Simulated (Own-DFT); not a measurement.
Simulation results for AlN (wurtzite, atoms displaced)

A calculation, not a measurement: plane-wave PBE density functional theory by an unreviewed code, no spin, of a simulated periodic cell, stress positive in tension, free energy of the whole cell less one offset for each atom, forces on such cells passed a denser k mesh, this cell's mesh not checked; offsets are fitted by least squares, one for each functional and potential file, so energies compare only between cells with the same atoms and settings and are not formation energies; the far tail of each file's local potential was reset to the Coulomb form; each entry is a single point on an unrelaxed cell, so the pressure reflects the starting lattice, mostly measured values (interpolated for alloys), from which strain is counted, and rises with the displacements; printed positions are rounded, which can move forces by about a meV/angstrom; the program, named Own-DFT, is a retired in-house code; no spin-orbit coupling. Program: Own-DFT development build.

Common to all runs: functional PBE; potential files PseudoDojo norm-conserving, scalar-relativistic, standard set; wave cutoff 42 hartree; occupations Fermi-Dirac; smearing width 0.1 eV; k mesh 2 x 2 x 2 centred on Gamma.

(1) 
```xyz
128
Lattice="12.4480 0.0000 0.0000 -6.2240 10.7803 0.0000 0.0000 0.0000 9.9640" Properties=species:S:1:pos:R:3:force_x:R:1:force_y:R:1:force_z:R:1 formula=AlN free_energy_of_cell_above_offsets=-25.390 pressure=11.82 stress_xx=-11.11 stress_yy=-12.32 stress_zz=-12.03 stress_yz=0.5 stress_xz=-1.47 stress_xy=3.01
Al    -0.0903     1.8203     0.1899      0.294     -0.958     -5.288
Al     1.6343     0.9739     2.4521     -2.148      2.217      2.834
N     -0.0041     1.8238     1.8744     -0.536      0.228      4.256
N      1.5375     0.8159     4.5267       0.33      2.021     -2.758
Al    -0.0797     1.7516     4.9447      2.355     -0.331        0.3
Al     1.5567     1.0447     7.4430      1.576      -1.48      -0.26
N      0.0793     1.9042     6.8040     -1.924     -1.029      0.714
N      1.5550     0.7279     9.6591      0.079      11.95     -5.228
Al    -1.6512     4.5445     9.9098      0.258     -1.529      0.658
Al    -0.0518     3.5773     2.5289     -0.538     -0.604     -1.405
N     -1.6281     4.4552     2.0766      0.919      0.636     -2.503
N      0.0592     3.4184     4.2752     -0.346      2.471        2.2
Al    -1.7296     4.4331     4.7648      10.42      5.717      4.788
Al    -0.0415     3.6879     7.3854      2.106     -0.471     -0.454
N     -1.5614     4.4845     6.9566     -2.279       0.43     -2.301
N     -0.1104     3.4951     9.2151     -0.478      0.782      3.007
Al    -3.0041     7.1968     0.0019     -3.358       1.53     -0.204
Al    -1.5799     6.2833     2.4337      0.843     -0.811      1.817
N     -3.0953     7.0598     1.9925     -1.471      3.162     -2.404
N     -1.6232     6.2445     4.3668      0.978      0.813     -0.355
Al    -3.1433     7.2814     5.0364      0.138     -5.643      0.501
Al    -1.7747     6.2636     7.4983      4.314      0.203     -1.789
N     -3.1837     7.0938     6.9380     -1.719      1.861     -1.814
N     -1.6240     6.3081     9.2859      1.317     -1.127      2.434
Al    -4.7157    10.0324     0.1651      0.356     -10.21     -0.229
Al    -3.1970     8.9864     2.4225      0.374       0.16      1.651
N     -4.7912    10.1605     1.9541      1.171     -7.366      0.342
N     -3.1647     8.8546     4.4916      1.237      4.557      -3.42
Al    -4.6680     9.8013     4.8589      -0.54      0.944       0.49
Al    -3.3721     8.9879     7.2786      8.335     -4.623      4.298
N     -4.5103     9.8997     6.6997     -8.978      5.318     -0.479
N     -3.2497     9.0836     9.2091      1.214     -0.845      2.895
Al     3.2194     1.6869     0.0769     -4.663      3.361      0.188
Al     4.6877     0.9839     2.4337      0.349     -4.163      2.887
N      3.2124     1.7353     2.0853     -2.404      2.797     -2.166
N      4.8159     0.8878     4.2866     -2.919      0.085      0.816
Al     3.1475     1.8197     4.8746     -0.223     -2.016      1.013
Al     4.6480     0.7967     7.4529     -0.433      1.704     -0.207
N      3.1230     1.9434     6.7292      0.303     -0.747       1.98
N      4.6236     0.9912     9.4084      2.236     -2.891      -1.29
Al     1.2262     4.4790     0.1059      3.671     -0.569     -3.112
Al     3.1901     3.5059     2.6139     -0.199      1.202     -4.178
N      1.4740     4.4008     1.8868      1.477      1.373      2.501
N      3.1137     3.6558     4.3813      5.478     -3.598     -1.172
Al     1.7087     4.3944     4.6703     -7.492      1.346      5.057
Al     3.0093     3.7691     7.3861      3.411     -1.976      1.792
N      1.6527     4.6575     6.8786     -3.897     -3.064     -2.808
N      2.9613     3.6418     9.3782      0.548     -1.159      0.553
Al    -0.0243     6.9779     0.0210     -0.642      2.972     -2.836
Al     1.5839     6.2036     2.7039     -0.288      0.833     -2.904
N     -0.0500     7.2190     1.7811       0.94     -0.648      3.106
N      1.7519     6.1488     4.5137     -4.749      0.623     -2.881
Al    -0.0162     7.1972     4.8109     -0.143     -1.447      3.739
Al     1.3914     6.2361     7.4806      1.851      4.043     -1.893
N     -0.0868     7.1885     6.9650     -1.035      0.289     -1.504
N      1.4546     6.2416     9.2641      0.722      -0.27      3.958
Al    -1.6337     9.8888     0.0701     -0.132     -0.164     -2.352
Al    -0.0675     9.0048     2.4510       1.43      1.433      0.649
N     -1.6064     9.9863     1.9256     -0.539     -2.082     -0.291
N     -0.0362     8.9675     4.4247      0.814     -0.214     -1.961
Al    -1.4026     9.9382     5.0688      -2.35     -0.088     -3.113
Al    -0.0164     9.0436     7.5386     -0.811     -1.686     -2.428
N     -1.6121     9.8329     6.7671     -0.168      0.236      3.673
N     -0.0680     9.0939     9.2847     -0.587     -1.392      3.989
Al     6.2287     1.6338     0.0505      0.792      1.183     -1.616
Al     7.9629     1.0574     2.5794     -4.156     -3.814       0.08
N      6.1367     1.6685     1.9104      4.625      2.633      -1.22
N      7.6607     0.8640     4.3965      2.709      1.101      0.449
Al     6.2041     1.8117     4.9084      0.792     -1.089       2.83
Al     7.8640     0.8991     7.5846     -2.654     -0.621      -3.78
N      6.2136     1.6729     6.9235      0.453      1.912     -0.429
N      7.7467     0.7220     9.2868      0.288        1.7      3.899
Al     4.6201     4.3784     9.9570     -1.502      1.615     -1.572
Al     6.1386     3.4611     2.3656      3.157      0.831      1.352
N      4.7990     4.4256     1.7939     -3.677      1.251      2.424
N      6.2679     3.5566     4.5104     -1.488      -0.19     -2.875
Al     4.6991     4.4620     4.8474      0.775      2.137      2.395
Al     6.1810     3.6993     7.4513     -1.448     -2.398      0.471
N      4.6778     4.7118     6.7885       0.17     -2.563      0.791
N      6.2104     3.6370     9.4305     -1.104     -2.268     -1.275
Al     2.9567     7.2640     0.1312      1.209     -1.897     -1.989
Al     4.6226     6.3311     2.3442      1.875     -2.448      2.173
N      3.1294     7.2504     2.1176     -2.388     -3.973     -3.061
N      4.7554     6.2956     4.4195     -0.351     -1.392     -2.857
Al     3.1821     6.9877     4.9545      1.625      4.632      1.523
Al     4.7470     6.3710     7.5946     -2.207      1.565     -1.943
N      3.0789     7.3087     6.6955      0.472     -0.269      4.506
N      4.6281     6.4004     9.4706     -0.184     -1.115      0.975
Al     1.5126     9.6759     0.1252      0.472      2.082     -3.013
Al     3.2107     8.8942     2.4812     -1.017      6.508      2.187
N      1.7005    10.0683     1.8144     -1.126     -2.091      2.861
N      2.8818     9.0436     4.4610      4.482     -1.313     -2.546
Al     1.5003     9.8730     5.1288     -0.696      0.568      -1.89
Al     2.9694     9.1814     7.5379      3.322     -4.591     -1.371
N      1.5381     9.8555     6.9095      -2.62      2.484      0.379
N      3.0449     8.8979     9.3271      0.573      1.157       1.43
Al     9.2401     1.8033     9.8150      1.151     -0.985      1.271
Al    10.7620     0.9868     2.5196      3.697     -2.635     -0.344
N      9.3656     1.8149     1.9445     -0.524      3.249     -1.968
N     10.7599     0.9295     4.4780      2.243      3.445     -3.334
Al     9.3879     1.7647     5.1315     -3.772      1.191     -2.361
Al    10.9629     0.8242     7.3105      0.581      4.591      3.228
N      9.3551     1.6451     6.8565      0.316      2.558      2.581
N     10.8530     0.7336     9.4777     -1.042      10.14     -3.632
Al     7.6004     4.5079     0.0822      3.356      1.558     -1.802
Al     9.2799     3.5984     2.6915     -0.716      0.122     -7.872
N      7.8086     4.5494     1.8508     -0.721     -2.716       2.29
N      9.4777     3.6361     4.3100     -9.721     -6.103      4.392
Al     7.6986     4.4352     5.0186       2.08      2.093      0.478
Al     9.2572     3.7188     7.4712      3.133     -2.764      1.142
N      7.7758     4.4437     6.9965     -1.572      1.466      -2.71
N      9.3362     3.6187     9.3507     -1.858     -0.644      0.284
Al     6.1656     7.3039     0.1560      1.011     -1.357     -3.189
Al     7.7609     6.2390     2.5030      0.257      0.119      0.029
N      6.2244     7.0788     1.9338      0.424      2.412      0.267
N      7.7009     6.2393     4.3218      2.021     -0.718      1.496
Al     6.2869     7.1584     4.9406     -1.484      1.449       0.56
Al     7.7377     6.2601     7.5625     -0.125      0.646     -1.539
N      6.3176     7.2040     6.8206     -0.818      0.863      1.157
N      7.8375     6.3434     9.3214     -1.259     -0.483      3.398
Al     4.9099    10.0120     9.8300     -3.305     -7.626      4.214
Al     6.1666     8.9481     2.5042      0.898      0.936      -0.54
N      4.8026     9.9049     1.8017     -2.093      0.011      0.884
N      6.1804     9.0413     4.2847     -0.586     -0.672      2.143
Al     4.6066    10.1214     4.9484     -0.696     -8.191      -0.03
Al     6.1914     9.0398     7.4908      0.804     -0.618     -2.128
N      4.5956    10.0189     6.7664       1.21     -4.121      1.259
N      6.2197     9.0034     9.3407      2.077     -0.625     -0.008
```

Units: free_energy_of_cell_above_offsets in eV; pressure, stress_xx, stress_yy, stress_zz, stress_yz, stress_xz, stress_xy in GPa; force_x, force_y, force_z in eV/Å.

(2) 
```xyz
128
Lattice="12.4480 0.0000 0.0000 -6.2240 10.7803 0.0000 0.0000 0.0000 9.9640" Properties=species:S:1:pos:R:3:force_x:R:1:force_y:R:1:force_z:R:1 formula=AlN free_energy_of_cell_above_offsets=-24.369 pressure=12.22 stress_xx=-10.27 stress_yy=-12.37 stress_zz=-14.01 stress_yz=-0.07 stress_xz=-1.26 stress_xy=0.34
Al    -0.1153     1.8380     9.9186      0.135     -2.151      1.209
Al     1.5004     0.8681     2.4356       0.66      0.705      0.748
N      0.0248     1.8748     1.8907     -0.007     -0.447     -0.073
N      1.6346     0.8511     4.3478     -1.797        2.1     -0.434
Al    -0.0642     1.7808     5.0495      1.015     -0.216     -3.346
Al     1.4577     0.9531     7.6173      1.687     -1.035     -5.297
N      0.1670     1.8523     6.7576       -1.8      0.463      3.676
N      1.5088     0.5467     9.2830      0.678      4.743      1.965
Al    -1.5054     4.4138     9.8234      -2.09      0.764      1.105
Al     0.0058     3.6772     2.6789      0.055      0.163     -5.852
N     -1.5255     4.4117     1.7880     -0.669      1.418      1.823
N      0.0789     3.6657     4.3858     -2.734     -2.403       2.21
Al    -1.4239     4.6045     4.9793     -2.736     -1.297      1.401
Al    -0.0054     3.5921     7.4815      -1.25      0.732     -1.117
N     -1.6187     4.6061     6.9576      0.797     -2.833     -1.451
N      0.0551     3.5271     9.3570      0.809      0.968     -1.274
Al    -3.1524     7.1309     9.9316      2.208      0.734      0.597
Al    -1.5448     6.3703     2.5533      0.424     -2.473     -1.941
N     -3.1061     7.1784     2.0594     -0.155     -0.872     -2.839
N     -1.5096     6.3101     4.3492      0.433      1.632      1.659
Al    -3.0364     7.3343     5.0089     -1.174     -2.414     -0.781
Al    -1.6055     6.3648     7.3116     -1.379       -2.3      3.324
N     -3.0978     7.2409     6.8929     -0.687      1.721     -1.179
N     -1.7416     6.1846     9.2490      2.491      1.046      0.675
Al    -4.8173     9.7265     9.9455      1.823     -1.096      0.077
Al    -3.1075     8.9063     2.3933      0.227      2.268      2.559
N     -4.5928     9.8545     1.7938      -0.86     -0.073      0.593
N     -3.2647     9.0077     4.3885      2.133      0.503     -0.785
Al    -4.8348     9.9084     4.8592      3.823      0.912      0.855
Al    -3.1147     9.0045     7.4701     -0.221      1.232     -1.112
N     -4.9406     9.9745     6.6641      4.289      0.706      3.005
N     -2.9484     9.0085     9.3591     -6.442     -2.518     -1.441
Al     3.0990     1.6253     9.7845     -0.533      1.413      2.679
Al     4.5810     0.7695     2.4128       0.13      4.665       1.95
N      2.9708     1.8767     1.9124      1.797     -2.837     -1.732
N      4.7086     0.9580     4.3718     -1.392     -0.583     -0.472
Al     3.0452     2.0572     4.9825      0.945     -5.852     -0.458
Al     4.7347     0.9188     7.6413      0.203       0.12     -4.098
N      3.2347     2.0485     6.7807     -0.336     -5.783      2.849
N      4.7888     0.8858     9.4432     -2.609     -1.311      0.152
Al     1.5880     4.4810     0.0091     -0.888      0.229     -0.102
Al     3.1213     3.5319     2.5660     -0.341      2.852     -0.171
N      1.4997     4.6258     1.7956      0.826     -0.536      2.224
N      2.9979     3.6940     4.5571      1.705      3.378     -3.194
Al     1.3913     4.5819     5.0683      3.353     -0.906     -4.283
Al     3.1672     3.5987     7.4464     -1.496        3.7      1.289
N      1.4305     4.5183     6.7102      1.103      0.403      7.677
N      3.1203     3.5867     9.5334     -0.901     -1.946     -3.345
Al     0.2059     7.1496     0.0290      -6.48      2.351     -0.698
Al     1.4878     6.4566     2.4252     -0.061     -2.238      0.485
N     -0.1005     7.2251     1.7875      0.982      1.731      1.971
N      1.5427     6.1411     4.2577      0.648      3.718      0.909
Al     0.1725     7.1607     5.0581     -1.535      0.232     -2.499
Al     1.3943     6.3005     7.4133      1.114     -0.446      0.311
N     -0.1686     7.1720     6.8181      3.414      1.651      0.976
N      1.5757     6.4397     9.3355     -0.974     -4.939     -3.135
Al    -1.5638     9.6060     0.0389      3.441      4.511      2.628
Al     0.0391     9.1445     2.5507      1.893     -2.393      0.372
N     -1.4350     9.8863     1.9702     -3.009      -2.06     -2.123
N      0.0397     8.9753     4.5751     -3.852     -2.286      -3.35
Al    -1.5712     9.8861     5.1462     -1.113       1.24     -11.21
Al     0.0101     8.9752     7.4699      0.521      0.736      -1.03
N     -1.5364     9.9225     6.6993      -0.48      0.318       12.2
N     -0.0587     9.1369     9.2911      2.767     -2.783      0.483
Al     6.2134     1.8301     9.8960      3.466      0.867      1.869
Al     7.7107     0.8322     2.6449      1.209      1.095     -3.408
N      6.3050     1.8887     1.9256     -0.966     -4.328     -0.624
N      7.6539     0.7165     4.4256      1.867      2.958       0.09
Al     6.2451     1.8754     4.7671     -0.772     -3.377      2.678
Al     7.6579     1.0807     7.5763      10.37     -6.579      2.198
N      6.3989     1.7736     6.9680     -8.982      4.442     -3.562
N      8.0497     0.8209     9.3615     -4.928       0.94     -0.386
Al     4.5286     4.5081     0.1535      3.012     -0.805     -2.061
Al     6.3759     3.5048     2.4640     -5.082      1.282       1.14
N      4.8586     4.4995     1.8437      -1.89      0.108      4.793
N      6.1634     3.5798     4.5374      1.268       1.33     -2.677
Al     4.7966     4.6095     4.9646     -3.509     -1.161     -0.201
Al     6.0749     3.6541     7.3258      7.027     -2.656      3.171
N      4.7078     4.4005     6.7968     -3.843      4.197     -0.049
N      6.4678     3.6175     9.4865     -6.208     -1.844      -2.38
Al     2.9111     7.2132     0.0290      5.989      2.402     -0.614
Al     4.6771     6.3223     2.5546     -0.057     -0.187     -2.887
N      2.9706     7.3350     1.8272      1.909     -0.694       1.52
N      4.7800     6.3713     4.3701       -0.9     -1.568     -0.058
Al     3.2518     7.1247     4.9864     -2.634      1.025     -0.329
Al     4.7438     6.2106     7.5275     -1.312       0.72     -0.205
N      2.9935     7.0811     6.8336      1.778      0.174      0.359
N      4.5757     6.1351     9.4051      0.247      3.356     -0.725
Al     1.5974     9.9084     9.9053     -0.136      0.082     -0.723
Al     3.1486     9.0672     2.5756     -0.288      0.367     -3.455
N      1.6091     9.9937     1.7797     -0.662     -1.515      2.396
N      3.1487     8.9080     4.2970      0.175      0.254      3.559
Al     1.3932     9.8236     5.0322      6.019      0.883      2.935
Al     3.1162     8.9008     7.4871      1.798      0.452     -0.915
N      1.6938     9.7725     6.9655     -3.911      1.563     -1.762
N      3.1325     9.0803     9.2785      0.096     -2.667      2.059
Al     9.3031     1.8170     0.0754      1.402     -0.264     -3.679
Al    10.9246     1.0004     2.3869     -0.142     -1.192      0.907
N      9.4702     1.8528     1.7458     -1.816      0.161      6.437
N     10.7311     0.8113     4.5366      8.151      -2.51     -4.452
Al     9.4679     1.6838     4.9360     -7.409      4.782      4.129
Al    11.0527     0.7868     7.5036     -1.034      3.502     -0.727
N      9.5365     1.6364     6.9928     -3.356      2.558     -2.302
N     10.8466     0.8234     9.2502      1.881      1.338      3.514
Al     7.7819     4.5220     0.0383      2.538      1.545      0.342
Al     9.2841     3.5808     2.6408      2.392     -0.092     -3.893
N      7.7096     4.4509     2.1463      4.066       1.88     -2.855
N      9.3424     3.7692     4.3723      0.403     -2.377      2.422
Al     7.6498     4.5959     4.7936      2.621     -7.049      3.864
Al     9.1088     3.4233     7.5346      2.338      1.435     -0.959
N      7.7427     4.5563     6.9504     -1.007      0.006     -1.094
N      9.2417     3.5072     9.3959      1.316      1.733      0.047
Al     6.1405     7.3722     0.0019     -0.459     -5.681     -0.191
Al     7.8471     6.2120     2.3532     -1.968      1.689      2.376
N      6.2278     7.1996     1.8052      0.241      0.406      1.852
N      7.7565     6.1589     4.5117      1.464      8.416     -2.964
Al     6.2924     7.0683     5.0037      0.896      2.892     -0.855
Al     7.8636     6.3997     7.4688     -1.906     -1.924     -0.532
N      6.1475     7.3220     6.7740      0.533     -1.769      2.383
N      7.7663     6.4640     9.3433     -1.814     -1.047      0.935
Al     4.6969     9.8562     0.0158     -3.124      1.869     -1.802
Al     6.2600     9.0389     2.4431     -0.632     -0.806     -0.487
N      4.6793     9.9598     1.7713       0.73     -0.374      3.255
N      6.2621     9.0090     4.2822      -1.32     -2.568     -0.987
Al     4.8617     9.8260     4.9943     -3.824      0.309      0.808
Al     6.2276     9.0576     7.4180     -1.702       -1.2      0.622
N      4.7601     9.9938     6.8960     -1.166     -5.076     -1.984
N      6.0443     8.9548     9.3343      3.032      1.255     -1.692
```

Units: free_energy_of_cell_above_offsets in eV; pressure, stress_xx, stress_yy, stress_zz, stress_yz, stress_xz, stress_xy in GPa; force_x, force_y, force_z in eV/Å.
